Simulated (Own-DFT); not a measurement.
## Calculated data, GaP (zincblende, strained, atoms displaced)

A calculation, not a measurement: plane-wave PBE density functional theory by an unreviewed code, no spin, of a simulated periodic cell, stress positive in tension, free energy of the whole cell less one offset for each atom, forces on such cells passed a denser k mesh, this cell's mesh not checked; offsets are fitted by least squares, one for each functional and potential file, so energies compare only between cells with the same atoms and settings and are not formation energies; the far tail of each file's local potential was reset to the Coulomb form; each entry is a single point on an unrelaxed cell, so the pressure reflects the starting lattice, mostly measured values (interpolated for alloys), from which strain is counted, and rises with the displacements; printed positions are rounded, which can move forces by about a meV/angstrom; the program, named Own-DFT, is a retired in-house code; no spin-orbit coupling. Program: Own-DFT development build.

Common to all runs: functional PBE; potential files PseudoDojo norm-conserving, scalar-relativistic, standard set; wave cutoff 42 hartree; occupations Fermi-Dirac; smearing width 0.1 eV; hardware one NVIDIA H100; k mesh 3 x 3 x 3 centred on Gamma.

(1) 
```cif
# cell vector a (Å): 10.8309 -0.1297 0.0757
# cell vector b (Å): -0.1297 10.7958 -0.2045
# cell vector c (Å): 0.0757 -0.2045 10.7486
data_GaP
_symmetry_space_group_name_H-M 'P 1'
_symmetry_Int_Tables_number 1
_cell_length_a 10.8319
_cell_length_b 10.7985
_cell_length_c 10.7508
_cell_angle_alpha 92.180
_cell_angle_beta 89.183
_cell_angle_gamma 91.382
_cell_volume 1256.12
loop_
_atom_site_label
_atom_site_type_symbol
_atom_site_fract_x
_atom_site_fract_y
_atom_site_fract_z
_atom_site_occupancy
Ga1 Ga 0.00875 0.00010 0.99854 1
Ga2 Ga 0.99999 0.25812 0.25377 1
Ga3 Ga 0.24521 0.00002 0.25509 1
Ga4 Ga 0.25085 0.24445 0.00415 1
P1 P 0.11863 0.13275 0.11888 1
P2 P 0.12705 0.37787 0.37322 1
P3 P 0.37624 0.11552 0.38094 1
P4 P 0.37808 0.38251 0.12576 1
Ga5 Ga 0.98962 0.00332 0.50608 1
Ga6 Ga 0.99792 0.24401 0.75262 1
Ga7 Ga 0.24331 0.01576 0.75858 1
Ga8 Ga 0.24991 0.25182 0.50080 1
P5 P 0.13020 0.12563 0.62335 1
P6 P 0.11826 0.37395 0.87607 1
P7 P 0.37655 0.12335 0.87669 1
P8 P 0.37736 0.37715 0.62612 1
Ga9 Ga 0.99857 0.49406 0.01082 1
Ga10 Ga 0.99414 0.74927 0.24569 1
Ga11 Ga 0.25706 0.50363 0.24350 1
Ga12 Ga 0.24146 0.74332 0.99613 1
P9 P 0.13177 0.62622 0.12238 1
P10 P 0.12175 0.87109 0.38204 1
P11 P 0.37436 0.62592 0.37643 1
P12 P 0.36991 0.87141 0.12628 1
Ga13 Ga 0.00109 0.50105 0.50859 1
Ga14 Ga 0.00249 0.75148 0.74697 1
Ga15 Ga 0.25765 0.50065 0.74717 1
Ga16 Ga 0.24817 0.75883 0.50179 1
P13 P 0.12199 0.62734 0.62918 1
P14 P 0.13018 0.87970 0.87340 1
P15 P 0.38200 0.62938 0.87285 1
P16 P 0.36528 0.86878 0.61795 1
Ga17 Ga 0.50135 0.00017 0.00467 1
Ga18 Ga 0.49586 0.25442 0.25137 1
Ga19 Ga 0.75929 0.99885 0.25489 1
Ga20 Ga 0.75419 0.24967 0.99784 1
P17 P 0.62655 0.11959 0.12891 1
P18 P 0.61606 0.37740 0.37662 1
P19 P 0.87633 0.11966 0.37687 1
P20 P 0.87182 0.37125 0.12389 1
Ga21 Ga 0.49840 0.00449 0.49600 1
Ga22 Ga 0.49833 0.24983 0.75025 1
Ga23 Ga 0.75144 0.00223 0.75489 1
Ga24 Ga 0.74749 0.24600 0.49786 1
P21 P 0.62101 0.12840 0.62844 1
P22 P 0.63254 0.36710 0.87848 1
P23 P 0.87622 0.12848 0.87314 1
P24 P 0.87683 0.37673 0.62456 1
Ga25 Ga 0.50126 0.51056 0.00054 1
Ga26 Ga 0.50057 0.74186 0.24789 1
Ga27 Ga 0.75510 0.49992 0.23883 1
Ga28 Ga 0.75440 0.74924 0.00201 1
P25 P 0.62372 0.62232 0.12985 1
P26 P 0.61876 0.87763 0.36928 1
P27 P 0.87373 0.62658 0.36802 1
P28 P 0.87609 0.87130 0.12371 1
Ga29 Ga 0.50733 0.49981 0.50614 1
Ga30 Ga 0.49812 0.75224 0.75010 1
Ga31 Ga 0.74691 0.49661 0.74759 1
Ga32 Ga 0.75762 0.74833 0.50644 1
P29 P 0.61950 0.62815 0.61930 1
P30 P 0.62954 0.87209 0.87725 1
P31 P 0.87341 0.63056 0.87203 1
P32 P 0.87085 0.86956 0.62392 1
_calc_free_energy_of_cell_above_offsets '-30.988'  # eV
_calc_pressure 6.55  # GPa
_calc_stress_xx -6.26  # GPa
_calc_stress_yy -6.53  # GPa
_calc_stress_zz -6.88  # GPa
_calc_stress_yz -4.14  # GPa
_calc_stress_xz 0.64  # GPa
_calc_stress_xy -2.81  # GPa
_calc_wall_time 514.6  # s
```

Force:
```csv
element,x (eV/Å),y (eV/Å),z (eV/Å)
Ga,-1.487,-0.258,-0.238
Ga,-0.567,-0.685,-0.256
Ga,-0.499,-0.195,-0.543
Ga,0.134,1.393,-0.725
P,0.636,-0.58,1.88
P,0.587,0.483,0.564
P,-0.587,1.801,-0.894
P,0.293,-1.184,-0.768
Ga,0.915,-0.603,-0.219
Ga,0.34,0.912,-1.048
Ga,0.483,-1.405,-1.383
Ga,0.171,0.072,-0.65
P,-0.939,0.151,0.263
P,1.365,0.082,0.094
P,0.884,0.43,0.649
P,0.366,-0.556,-0.102
Ga,0.022,0.973,-1.239
Ga,0.922,0.199,0.124
Ga,-0.89,0.272,0.783
Ga,1.089,1.188,-0.585
P,-1.158,-0.683,0.931
P,-0.702,0.67,-0.638
P,0.206,-0.202,0.747
P,0.223,-0.109,-0.123
Ga,-0.303,0.145,-1.339
Ga,-0.629,0.596,0.573
Ga,-1.307,0.2,0.655
Ga,-1.336,-2.122,-1.341
P,1.492,-0.24,-0.292
P,-0.252,-0.8,-0.043
P,-0.656,-0.496,0.467
P,2.125,2.468,2.489
Ga,-0.484,-0.701,-0.388
Ga,-0.267,-0.817,-0.245
Ga,-1.418,-0.649,-0.833
Ga,-1.014,-0.83,0.339
P,0.68,0.989,0.284
P,2.008,-0.354,-0.433
P,0.629,1.332,0.199
P,0.704,-0.321,0.625
Ga,0.201,-1.142,0.933
Ga,-0.325,0.472,0.354
Ga,-0.708,-0.285,-0.641
Ga,-0.307,0.727,-0.045
P,0.729,-0.883,-0.191
P,-0.958,1.099,-0.091
P,0.42,-1.147,0.79
P,-0.207,-0.954,0.116
Ga,0.041,-1.165,-0.779
Ga,-0.926,1.061,0.321
Ga,-1.299,-0.047,1.253
Ga,-1.089,-0.272,-0.254
P,1.29,0.346,-0.653
P,1.219,-0.47,0.765
P,0.391,-0.743,0.976
P,0.739,0.96,0.047
Ga,-1.773,0.061,-1.032
Ga,0,0.766,-0.798
Ga,-0.239,0.615,0.003
Ga,-1.873,-0.404,-1.968
P,1.472,0.286,1.516
P,-0.278,0.309,0.198
P,0.613,-1.098,0.37
P,1.087,1.344,1.466
```

(2) 
```cif
# cell vector a (Å): 10.7952 0.1376 0.1758
# cell vector b (Å): 0.1376 10.9786 0.0466
# cell vector c (Å): 0.1758 0.0466 10.9679
data_GaP
_symmetry_space_group_name_H-M 'P 1'
_symmetry_Int_Tables_number 1
_cell_length_a 10.7975
_cell_length_b 10.9796
_cell_length_c 10.9694
_cell_angle_alpha 89.502
_cell_angle_beta 88.146
_cell_angle_gamma 88.548
_cell_volume 1299.31
loop_
_atom_site_label
_atom_site_type_symbol
_atom_site_fract_x
_atom_site_fract_y
_atom_site_fract_z
_atom_site_occupancy
Ga1 Ga 0.00109 0.99585 0.00135 1
Ga2 Ga 0.99849 0.25647 0.24751 1
Ga3 Ga 0.25018 0.00233 0.25161 1
Ga4 Ga 0.25141 0.25359 0.99566 1
P1 P 0.13102 0.12715 0.12430 1
P2 P 0.13082 0.37219 0.37776 1
P3 P 0.37613 0.12347 0.37492 1
P4 P 0.37358 0.37490 0.12646 1
Ga5 Ga 0.99757 0.00135 0.50445 1
Ga6 Ga 0.99652 0.25447 0.75293 1
Ga7 Ga 0.25218 0.00711 0.75500 1
Ga8 Ga 0.24722 0.24517 0.49804 1
P5 P 0.11181 0.12189 0.63344 1
P6 P 0.11937 0.37388 0.87599 1
P7 P 0.37502 0.12143 0.88405 1
P8 P 0.37061 0.36607 0.61742 1
Ga9 Ga 0.01025 0.50119 0.99865 1
Ga10 Ga 0.99901 0.74693 0.24898 1
Ga11 Ga 0.25223 0.49461 0.24135 1
Ga12 Ga 0.24666 0.75582 0.99292 1
P9 P 0.11942 0.62414 0.12383 1
P10 P 0.13040 0.87592 0.37707 1
P11 P 0.37242 0.62147 0.37468 1
P12 P 0.37079 0.87794 0.11968 1
Ga13 Ga 0.00277 0.50888 0.51103 1
Ga14 Ga 0.01093 0.75226 0.75838 1
Ga15 Ga 0.25452 0.50336 0.75444 1
Ga16 Ga 0.24718 0.75258 0.50580 1
P13 P 0.12541 0.62804 0.62664 1
P14 P 0.12850 0.86867 0.87293 1
P15 P 0.38274 0.62443 0.87311 1
P16 P 0.37174 0.87755 0.62917 1
Ga17 Ga 0.49248 0.00494 0.00358 1
Ga18 Ga 0.50262 0.25600 0.24430 1
Ga19 Ga 0.75197 0.00325 0.24937 1
Ga20 Ga 0.75077 0.24960 0.99880 1
P17 P 0.62243 0.11956 0.12233 1
P18 P 0.61644 0.37934 0.37511 1
P19 P 0.87572 0.12668 0.37082 1
P20 P 0.87377 0.37343 0.12630 1
Ga21 Ga 0.49793 0.00203 0.49933 1
Ga22 Ga 0.50401 0.24437 0.75165 1
Ga23 Ga 0.74834 0.00206 0.74795 1
Ga24 Ga 0.75671 0.24901 0.49856 1
P21 P 0.62323 0.13364 0.62599 1
P22 P 0.61970 0.37611 0.88194 1
P23 P 0.86400 0.11924 0.87360 1
P24 P 0.87430 0.37087 0.62555 1
Ga25 Ga 0.50241 0.50359 0.98799 1
Ga26 Ga 0.49747 0.75290 0.25427 1
Ga27 Ga 0.74300 0.49400 0.25409 1
Ga28 Ga 0.75244 0.74974 0.99717 1
P25 P 0.62737 0.62606 0.12995 1
P26 P 0.62121 0.86962 0.37475 1
P27 P 0.87724 0.62781 0.38125 1
P28 P 0.87519 0.87687 0.12070 1
Ga29 Ga 0.49265 0.48957 0.50300 1
Ga30 Ga 0.50189 0.74953 0.75010 1
Ga31 Ga 0.74717 0.49650 0.73986 1
Ga32 Ga 0.74563 0.75101 0.50300 1
P29 P 0.62274 0.62315 0.62316 1
P30 P 0.62869 0.86890 0.87631 1
P31 P 0.87192 0.62355 0.87145 1
P32 P 0.87664 0.87910 0.62439 1
_calc_free_energy_of_cell_above_offsets '-33.138'  # eV
_calc_pressure 3.01  # GPa
_calc_stress_xx -3.75  # GPa
_calc_stress_yy -2.61  # GPa
_calc_stress_zz -2.68  # GPa
_calc_stress_yz 0.17  # GPa
_calc_stress_xz 2.3  # GPa
_calc_stress_xy 2.51  # GPa
_calc_wall_time 536.8  # s
```

Force:
```csv
element,x (eV/Å),y (eV/Å),z (eV/Å)
Ga,0.292,0.825,-0.237
Ga,0.696,-0.311,0.403
Ga,0.18,0.072,0.055
Ga,-0.177,0.227,0.749
P,-0.821,-0.14,-0.219
P,-1.054,0.676,-0.325
P,0.092,0.216,-0.563
P,0.723,-0.209,-1.756
Ga,0.197,0.049,-0.758
Ga,-0.538,-0.47,0.595
Ga,-0.386,-0.222,-0.058
Ga,-0.331,-0.521,0.519
P,1.315,0.272,-0.573
P,1.05,-0.191,-0.726
P,-0.156,0.746,-1.562
P,-0.188,-0.085,1.622
Ga,-1.734,0.402,0.387
Ga,-0.138,0.863,0.531
Ga,-0.745,1.08,1.27
Ga,0.845,-1.106,1.211
P,1.175,0.005,-0.287
P,-0.866,-0.089,-0.275
P,-0.245,0.071,0.085
P,-0.005,-0.782,0.6
Ga,-0.088,-0.844,-0.818
Ga,-1.597,-0.316,-0.757
Ga,-0.156,-0.475,-0.527
Ga,0.647,-0.034,-0.457
P,0.442,-0.302,0.628
P,-0.232,1.68,-0.097
P,-1.295,0.453,-0.137
P,0.378,-0.166,-0.212
Ga,1.291,-1.108,0.026
Ga,-0.097,-0.652,0.591
Ga,-0.36,-0.405,0.259
Ga,-0.248,0.097,0.559
P,0.191,0.616,0.173
P,0.889,-1.384,0.104
P,0.286,-0.422,0.038
P,-0.105,0.424,-0.668
Ga,0.282,-0.074,0.386
Ga,-1.071,1.116,0.782
Ga,-0.475,-0.289,-0.079
Ga,-0.811,0.517,-0.171
P,0.692,-1.491,-0.941
P,1.16,-1.023,-1.679
P,1.382,0.375,0.152
P,0.339,0.327,-0.589
Ga,-0.26,0.425,2.497
Ga,-0.365,-0.288,-0.505
Ga,0.839,0.92,-0.047
Ga,0.011,-0.206,0.751
P,-0.348,-0.067,-0.749
P,0.481,0.888,0.029
P,-0.436,-0.667,-0.456
P,-0.115,-0.673,0.563
Ga,0.037,1.518,-0.025
Ga,0.225,0.588,-0.077
Ga,-0.186,0.313,1.193
Ga,0.494,0.269,0.091
P,-0.461,-0.425,-0.371
P,-0.899,0.945,-0.325
P,0.659,-0.507,-0.215
P,-0.3,-1.03,0.389
```
